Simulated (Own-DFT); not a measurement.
## Calculated data, AlGa₃N₄ (wurtzite random alloy, strained, atoms displaced)

All values are calculated (Own-DFT development build). A calculation, not a measurement: plane-wave PBE density functional theory by an unreviewed code, no spin, of a simulated periodic cell, stress positive in tension, free energy of the whole cell less one offset for each atom, forces on such cells passed a denser k mesh, this cell's mesh not checked; offsets are fitted by least squares, one for each functional and potential file, so energies compare only between cells with the same atoms and settings and are not formation energies; the far tail of each file's local potential was reset to the Coulomb form; each entry is a single point on an unrelaxed cell, so the pressure reflects the starting lattice, mostly measured values, from which strain is counted, and rises with the displacements; printed positions are rounded, which can move forces by about a meV/angstrom; the program is a retired in-house code; no spin-orbit coupling.

Common to all runs: functional PBE; potential files PseudoDojo norm-conserving, scalar-relativistic, standard set with the stringent files for Ga; wave cutoff 96 hartree; occupations Gaussian; smearing width 0.01 eV; k mesh 4 x 4 x 3 centred on Gamma.

(1) 
```xyz
72
Lattice="9.7708 0.0000 0.0000 -4.8854 8.4617 0.0000 0.0000 0.0000 10.2685" Properties=species:S:1:pos:R:3:force_x:R:1:force_y:R:1:force_z:R:1 formula=AlGa3N4 free_energy_of_cell_above_offsets=-8.760 pressure=-2.22 stress_xx=5.17 stress_yy=6.25 stress_zz=-4.76 stress_yz=0.12 stress_xz=0.06 stress_xy=-0.11
Ga    -0.0031     1.8546     0.0058      0.177      0.401     -0.207
Ga     1.6998     0.8964     2.4490     -0.812     -0.065      1.807
N      0.1362     1.8175     1.9327     -2.193      1.101       0.42
N      1.6074     0.9164     4.4939      1.292      1.191     -0.788
Ga     0.0315     1.8955     5.0143     -0.286     -0.245      1.419
Ga     1.5996     0.9610     7.6939      0.995     -0.619      0.247
N      0.0533     1.8206     7.1625      -1.84      1.077     -1.699
N      1.5541     0.9159     9.6414      1.464        0.3      0.301
Ga    -1.6293     4.7118     0.0691      0.373     -0.132     -1.993
Ga    -0.0893     3.7776     2.5162      2.334     -1.155      0.665
N     -1.6437     4.6578     1.9584     -0.985      1.422      1.089
N      0.0235     3.7553     4.5322      0.743      0.985     -0.416
Ga    -1.6118     4.7433     5.0586      0.472     -0.591      1.544
Ga     0.0531     3.7472     7.6723     -1.247     -0.507      0.445
N     -1.6973     4.7803     7.0860      1.381     -0.188     -0.346
N      0.0397     3.7062     9.6503       0.35      1.288      0.654
Ga    -3.2245     7.5682    10.2424     -1.444     -0.824      0.476
Al    -1.7017     6.6015     2.7095      1.812      -0.15     -1.919
N     -3.1817     7.4796     2.0516     -0.873     -0.581     -1.095
N     -1.6986     6.5720     4.5253       0.87       0.72      0.428
Ga    -3.2287     7.6349     5.1558     -0.787     -1.541      -0.72
Al    -1.6508     6.5574     7.6941      -0.43       0.88       0.29
N     -3.2979     7.5611     7.0122      1.275     -0.684      2.129
N     -1.6382     6.6684     9.6837     -0.159      -1.48     -1.367
Ga     3.2856     1.8472     0.0750     -0.734      0.718     -3.391
Ga     4.8866     0.9300     2.6149     -0.206     -0.507     -0.465
N      3.1930     1.8623     1.8619      1.717      0.719      2.884
N      4.9640     0.9061     4.5263     -0.936     -0.061      0.437
Ga     3.3160     1.7985     5.1807     -0.552      0.745     -1.419
Ga     4.8669     0.9317     7.6541      0.028      0.282      1.387
N      3.2787     1.7975     7.0499      -0.62      1.124      1.096
N      4.8343     0.9630     9.6847      1.042     -0.459     -0.436
Al     1.7284     4.5759     0.0017     -2.003      1.626     -0.906
Ga     3.2711     3.7754     2.4906     -0.265      -0.23      0.957
N      1.6806     4.7344     1.8563     -0.626     -0.534      0.521
N      3.2776     3.8040     4.5314     -0.707     -1.024     -0.687
Al     1.7185     4.7147     5.1873     -1.084     -0.074     -0.805
Ga     3.3698     3.7647     7.7006      -1.45     -0.636     -0.189
N      1.6060     4.6542     7.0892      0.974      1.508     -0.481
N      3.2477     3.8750     9.5947      0.877     -1.973      1.047
Ga    -0.0566     7.5142     0.0568      1.168      0.289     -0.339
Al     1.6213     6.4724     2.5209      0.214      1.818      0.472
N     -0.0152     7.5195     1.9916      -0.14     -1.207      0.707
N      1.5965     6.5312     4.4637          1     -0.069      0.635
Ga    -0.0036     7.4691     5.2565      0.513     -0.021     -2.719
Al     1.6011     6.5619     7.7262      0.423     -0.153      -0.11
N     -0.0526     7.5612     7.0918      0.432     -1.879      1.796
N      1.6839     6.5856     9.6504     -2.358     -1.189     -0.716
Ga     6.5231     1.8419     0.0804      0.121      0.462     -1.253
Ga     8.1012     0.9224     2.5584      1.673     -0.857      0.272
N      6.5213     1.8003     2.0329     -0.399        2.2     -0.483
N      8.1750     0.9188     4.5298     -0.212     -0.537      0.198
Ga     6.5420     1.8873     5.1393      0.416     -0.324     -0.057
Ga     8.1333     0.8499     7.7345      0.093      1.032     -0.674
N      6.3869     1.9281     7.0710      1.726     -0.805      0.074
N      8.2249     0.9424     9.6474     -1.939     -0.506      0.481
Ga     4.8904     4.7474     0.0529      0.325      -0.39     -2.809
Al     6.5599     3.8127     2.5971     -0.849     -1.309      -0.13
N      4.9116     4.6732     1.8717      1.103      0.514       3.23
N      6.6387     3.7329     4.5279      -1.74        0.4     -1.267
Ga     4.8550     4.6769     5.1026      1.259      0.832      0.631
Ga     6.5638     3.7524     7.6627     -0.845      0.407      0.176
N      4.8452     4.7248     7.0946       1.43      0.148      -0.89
N      6.5807     3.7642     9.5857     -0.657      -0.09      1.624
Ga     3.1589     7.4991     0.0286      1.379      0.786      -0.96
Al     4.9641     6.6142     2.6008     -1.028      0.014     -0.281
N      3.3611     7.5223     1.8654     -0.678     -0.914      2.756
N      4.8938     6.6338     4.5427     -0.181      -0.46     -0.911
Al     3.3360     7.5381     5.1836      -0.95     -0.186     -1.595
Ga     4.9061     6.6219     7.6877     -0.416     -0.661       0.02
N      3.2524     7.4695     7.0196     -1.219      0.067      0.842
N      4.6971     6.5361     9.6097      2.402      0.763      0.366
```

Units: free_energy_of_cell_above_offsets in eV; pressure, stress_xx, stress_yy, stress_zz, stress_yz, stress_xz, stress_xy in GPa; force_x, force_y, force_z in eV/Å.

(2) 
```xyz
72
Lattice="9.7708 0.0000 0.0000 -4.8854 8.4617 0.0000 0.0000 0.0000 10.2685" Properties=species:S:1:pos:R:3:force_x:R:1:force_y:R:1:force_z:R:1 formula=AlGa3N4 free_energy_of_cell_above_offsets=-9.742 pressure=-2.97 stress_xx=5.27 stress_yy=6.14 stress_zz=-2.49 stress_yz=-0.7 stress_xz=-0.14 stress_xy=-0.12
Ga    -0.0887     1.7874    10.2300      3.585      1.902      0.822
Ga     1.6429     0.9180     2.6609      0.105     -0.031     -2.317
N      0.0789     1.8309     1.9034       -0.9      0.556      0.533
N      1.6175     1.0119     4.4948      2.044      -0.89      1.584
Ga     0.1045     1.8924     5.1412     -1.757      0.186     -0.503
Ga     1.6993     0.9207     7.7222     -1.042      0.193       0.02
N     -0.0634     1.8581     7.0078      0.573      0.183      2.504
N      1.7493     0.9430     9.6745     -1.363      0.159     -0.277
Ga    -1.6333     4.6612     0.1067      0.027      0.676     -2.353
Ga     0.0977     3.7447     2.5170     -1.247     -0.347      0.784
N     -1.6253     4.7316     1.9713       -0.6     -1.397      1.286
N      0.0021     3.7423     4.5770      0.227      0.407     -0.987
Ga    -1.6673     4.6489     5.1602      1.121      0.842     -0.199
Al     0.0765     3.6699     7.7164     -1.092      0.976      0.023
N     -1.6415     4.7615     7.0749     -0.042     -2.118      0.721
N      0.0259     3.7618     9.6876     -0.273     -0.679     -1.022
Ga    -3.2819     7.5432    10.1775      1.998      0.027      1.272
Ga    -1.6443     6.5779     2.5965      0.081      0.326     -0.362
N     -3.2877     7.5060     2.0398      0.881      0.406     -1.122
N     -1.5553     6.5400     4.5133     -1.349       0.33      0.417
Ga    -3.3332     7.5050     5.1564      2.044      0.722      0.077
Ga    -1.6262     6.5756     7.6780      0.548      0.295       0.05
N     -3.2282     7.5475     7.1032     -0.614     -0.435      -0.17
N     -1.5933     6.5428     9.6054      0.031      0.398      1.132
Ga     3.2908     1.9020     0.0735      0.364      0.132     -2.482
Al     4.9574     1.0276     2.5578     -1.418     -1.071      0.154
N      3.2951     1.9828     1.8919       0.66     -2.069      2.559
N      4.8821     1.0141     4.5018     -0.078     -0.063     -0.533
Al     3.3060     1.8373     5.1131     -1.096      0.687      0.389
Al     4.8916     0.9521     7.6215      0.245      0.007      0.583
N      3.1981     1.9173     7.0839      1.961     -0.801     -1.299
N      4.9288     0.9194     9.5775       0.11      0.316      0.233
Ga     1.6657     4.7251    10.2294      0.168     -0.464      -0.15
Ga     3.2057     3.7534     2.5276      0.264      0.971      0.548
N      1.6108     4.7341     1.9468       0.59      0.649     -0.191
N      3.2381     3.7142     4.5555      1.291     -0.055       -0.1
Ga     1.6704     4.6454     5.1857      -0.88      0.929     -0.335
Ga     3.2674     3.7696     7.6454      -0.02     -0.213       1.05
N      1.6577     4.7078     7.1391     -0.924     -0.718      -0.28
N      3.3559     3.7707     9.6178     -0.449      0.485      0.393
Ga     0.0793     7.5373    10.2671     -1.202     -0.477     -0.486
Ga     1.6040     6.6370     2.6412      0.391     -0.364     -0.697
N     -0.0038     7.5304     1.9698      0.198       1.38      0.049
N      1.6315     6.6299     4.5549      0.324     -0.706      0.196
Ga    -0.0331     7.5478     5.1254       0.65     -0.114     -0.398
Ga     1.6457     6.5774     7.6912     -0.247        0.4      -2.48
N      0.0654     7.5652     7.0127     -0.686      0.563      1.203
N      1.6318     6.5832     9.4861      0.509      0.107      3.875
Ga     6.5505     1.8158     0.0387     -0.606      0.988     -1.273
Ga     8.1108     0.9770     2.5276      2.279     -0.555      1.374
N      6.5615     1.8512     2.0200     -1.394      1.508     -0.677
N      8.1705     0.9777     4.5342     -0.272      0.147     -0.407
Ga     6.5333     1.9859     5.1024      0.519     -1.598      0.765
Al     8.1447     0.8949     7.6836      0.383      0.452     -0.312
N      6.5904     1.8882     7.1416     -1.189      0.295     -0.344
N      8.2240     0.9394     9.6385     -2.566     -1.172     -1.247
Al     4.9374     4.7205    10.2053     -1.251      0.313      0.812
Al     6.5247     3.7275     2.5395     -0.399      1.188     -0.172
N      4.7871     4.6908     1.8924      1.855     -0.036      0.349
N      6.4557     3.8201     4.5089      0.042     -0.138     -1.041
Al     4.8933     4.6303     5.1020     -1.081      1.498       0.57
Al     6.4644     3.7583     7.6611      1.319      0.262      1.183
N      4.8936     4.7147     7.1490       0.53     -1.137     -2.098
N      6.4286     3.8229     9.6740      1.597     -1.357     -0.621
Ga     3.2586     7.5015    10.2593      0.271      -0.24     -0.349
Ga     4.8819     6.5954     2.5049     -0.289     -0.438      0.645
N      3.2871     7.5939     1.9401     -0.868     -0.826      0.013
N      4.8839     6.6860     4.5901     -0.073     -3.136     -1.316
Ga     3.3082     7.5193     5.0774     -1.493      1.133        1.1
Ga     4.8054     6.5268     7.6665      1.554      1.111      0.881
N      3.2954     7.5162     7.1437     -0.728      0.798     -0.781
N      4.9665     6.6084     9.7019      -1.85     -1.257     -0.769
```

Units: free_energy_of_cell_above_offsets in eV; pressure, stress_xx, stress_yy, stress_zz, stress_yz, stress_xz, stress_xy in GPa; force_x, force_y, force_z in eV/Å.

(3) 
```xyz
72
Lattice="9.7708 0.0000 0.0000 -4.8854 8.4617 0.0000 0.0000 0.0000 10.2685" Properties=species:S:1:pos:R:3:force_x:R:1:force_y:R:1:force_z:R:1 formula=AlGa3N4 free_energy_of_cell_above_offsets=-9.482 pressure=-2.93 stress_xx=6.6 stress_yy=6.86 stress_zz=-4.66 stress_yz=0.44 stress_xz=0.35 stress_xy=-0.37
Ga    -0.0439     1.8883    10.2121     -0.164     -0.675     -0.144
Ga     1.6897     0.9726     2.5979     -1.086      -1.18     -0.698
N      0.0358     1.8856     1.8902      -0.94     -0.352      0.946
N      1.6793     1.0284     4.4921     -0.911     -1.137      0.724
Ga     0.0048     1.8215     5.0981      0.412      1.527      0.394
Al     1.6479     0.9503     7.7327     -0.723     -0.559     -0.506
N     -0.0527     1.8587     7.0736      0.593     -0.864      0.436
N      1.6564     0.9387     9.6621      0.154      0.758     -0.349
Al    -1.6725     4.6700     0.0239      0.251        0.4     -0.817
Ga    -0.0042     3.7466     2.5135     -0.554     -0.513      1.366
N     -1.6116     4.7327     1.9472     -0.256     -1.524     -1.533
N      0.0410     3.7393     4.5281     -1.188      0.498      -0.29
Al    -1.5925     4.7361     5.1964      0.104     -0.434     -2.002
Ga    -0.0302     3.7670     7.7314       0.64     -0.277     -2.224
N     -1.6095     4.6266     6.9962     -0.682      0.572      1.898
N     -0.0896     3.7579     9.5675      0.093      0.477      2.573
Ga    -3.2770     7.5348     0.0099     -0.283      0.107     -0.138
Ga    -1.5910     6.4971     2.5371     -1.467      1.303      1.319
N     -3.2309     7.4951     1.9368     -0.741     -0.107       0.89
N     -1.5999     6.5599     4.5137     -0.679      -0.59       0.18
Ga    -3.3432     7.5220     5.1565      1.564      0.075     -0.678
Ga    -1.5862     6.5535     7.7392      -0.47      0.181     -1.624
N     -3.2645     7.5159     7.0561     -0.343      0.591      1.393
N     -1.6527     6.6706     9.6375     -0.126     -2.127      0.862
Al     3.2837     1.8763     0.0423     -1.039     -0.032     -0.295
Ga     4.9347     0.9185     2.5433     -0.874      0.439      1.168
N      3.2420     1.8397     2.0159       1.03      1.424     -1.877
N      4.8414     0.9596     4.4905       0.56      0.595      0.404
Ga     3.1915     2.0585     5.1652      0.859     -2.169      0.404
Ga     4.8353     0.9289     7.7595       -0.1      -0.62     -2.954
N      3.2093     1.8174     7.1064      0.081      0.925      0.262
N      4.8092     0.9934     9.5710     -0.551     -0.497      2.969
Ga     1.7024     4.6324     0.0082     -1.339      0.759     -0.131
Al     3.2548     3.6595     2.6079      0.137      1.368       -0.1
N      1.5152     4.6830     1.9888      2.877      0.365      -0.94
N      3.2277     3.8180     4.5391      0.559      0.344     -1.459
Ga     1.6343     4.8048     5.0958     -0.423     -1.389      0.701
Ga     3.2935     3.7806     7.7978     -0.567     -0.357     -3.695
N      1.6330     4.6099     7.0550      0.098       1.67      1.126
N      3.2889     3.7335     9.5827      0.041     -0.658       3.79
Ga    -0.0586     7.5225     0.0039      0.411      0.222       0.05
Ga     1.5774     6.6519     2.4719      1.374     -0.666      1.247
N     -0.0948     7.5186     2.0231      1.405      0.451     -1.675
N      1.6970     6.5776     4.5311     -0.466      1.736     -1.107
Ga    -0.0017     7.5344     5.0490      0.085      0.197      0.862
Al     1.6177     6.6085     7.7541     -0.993     -0.805     -1.379
N      0.0072     7.5396     7.0620      0.425     -0.823      0.622
N      1.5700     6.6083     9.6312      0.509     -0.654      0.496
Ga     6.3699     1.8478    10.2507       1.92      0.081     -0.192
Al     8.2189     0.9799     2.6395     -0.576      -0.36     -2.383
N      6.4315     1.9112     1.8988      1.924     -0.605      0.737
N      8.0960     0.9598     4.4759      0.824      0.123      0.232
Ga     6.5486     1.8918     5.1649     -1.615      0.192     -1.007
Al     8.1203     0.9838     7.5765      0.257     -1.322      1.993
N      6.5056     1.7495     7.0622     -0.049      1.084      0.738
N      8.0686     0.8650     9.6380      0.197      1.519      -1.39
Ga     4.9426     4.6829     0.0252     -0.666      0.077     -0.056
Ga     6.5637     3.7625     2.5590     -0.537     -0.138      0.651
N      4.9403     4.6395     1.9517     -1.598       0.92      0.822
N      6.5251     3.7856     4.5523      1.079     -0.097     -0.233
Ga     4.9007     4.6629     5.1282     -0.198      0.589     -0.013
Ga     6.5006     3.6431     7.7219      0.259      0.993     -1.531
N      4.9119     4.7122     7.0630     -0.176     -0.853      0.591
N      6.4732     3.7372     9.6013      1.257      0.156      1.292
Ga     3.2671     7.5258    10.2223     -0.046     -0.331      0.564
Al     4.8894     6.6181     2.6039       0.34     -0.601      -0.54
N      3.3658     7.5849     1.9428     -0.842     -0.074      0.439
N      4.8630     6.5579     4.5167     -0.151      0.678     -0.428
Ga     3.2865     7.6438     5.2280     -0.582     -2.099     -1.813
Ga     4.8266     6.5471     7.7282      0.677      0.499     -1.032
N      3.1280     7.4967     7.0751      1.171        0.9      1.515
N      4.8876     6.5089     9.6327     -0.164      0.697      0.579
```

Units: free_energy_of_cell_above_offsets in eV; pressure, stress_xx, stress_yy, stress_zz, stress_yz, stress_xz, stress_xy in GPa; force_x, force_y, force_z in eV/Å.
